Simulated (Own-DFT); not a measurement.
# Which way do the neighbours of a vacancy move? 2H SiC, 71 atoms (C35Si36), with one C vacancy

All numbers below are calculated, not measured. The program, named Own-DFT, is a retired in-house plane-wave density functional code that no person has reviewed. Each row is one single-point run on a periodic cell that was not relaxed, without spin or spin-orbit coupling.

Settings of every run: PBE; PseudoDojo norm-conserving scalar-relativistic files; cutoff 42 hartree; 4 x 4 x 3 k mesh centred on Gamma; Fermi-Dirac smearing of 0.1 eV.

Known limits: not probed for a lower state with spin; forces on such cells moved up to 12 meV/angstrom on a denser k mesh; stress not checked against mesh or cutoff.

Cell vectors in Å: (9.248, 0.000, 0.000); (-4.624, 8.009, 0.000); (0.000, 0.000, 10.068). Every atom was also moved at random, by a Gaussian of width 0.03 Å on each axis. The defect's site can differ from row to row. The empty site has 4 nearest neighbours, all Si. For each, d is its distance from the empty site and R the part of its force along the line away from it, positive outwards. The last column is the rms force component on atoms over 4.5 Å away.

```
run  d1 (Å)  d2 (Å)  d3 (Å)  d4 (Å)  R1 (eV/Å)  R2 (eV/Å)  R3 (eV/Å)  R4 (eV/Å)  far F (eV/Å)
  1   1.858   1.906   1.907   1.930      -0.48      -0.83      -0.60      -1.05          0.94
  2   1.825   1.856   1.899   1.905       0.18      -0.44      -0.52      -0.22          1.02
  3   1.867   1.872   1.921   1.928      -0.28      -0.32      -0.39      -0.86          0.82
  4   1.849   1.906   1.913   1.928      -0.08      -0.43      -0.41      -1.19          0.95
  5   1.816   1.843   1.861   1.927       0.49       0.27      -0.17      -0.76          1.07
  6   1.859   1.867   1.893   1.895      -0.33      -0.12      -1.13      -0.63          0.82
  7   1.876   1.879   1.893   1.935      -0.57      -0.66      -0.32      -0.96          0.77
  8   1.895   1.909   1.928   1.988      -0.79      -0.90      -0.87      -1.47          0.85
  9   1.843   1.875   1.886   1.934          ?          ?          ?          ?             ?
```

## Worked fit

A straight line through the 32 neighbours shown gives R = -0.53 - 10.0 (d - 1.892) eV/Å, with a scatter of 0.24 left by the moves of the other atoms. The slope, with an error of 1.2, is the pull back towards the neighbour's own site. The constant, -0.53 ± 0.04 eV/Å, is the force at the mean distance: with one bond gone, the neighbours are pushed inwards, towards the empty site. It shows how a relaxation would start, not where it would end, and it depends somewhat on the width of the random moves.

## Withheld run

Question: what mean R should the neighbours of run 9 feel? Their mean d is 1.885 Å.

The line gives -0.46 ± 0.13 eV/Å, by the scatter of the means of the runs shown. The calculation gave R = 0.12, -0.58, -0.58, -0.65, a mean of -0.42 eV/Å.
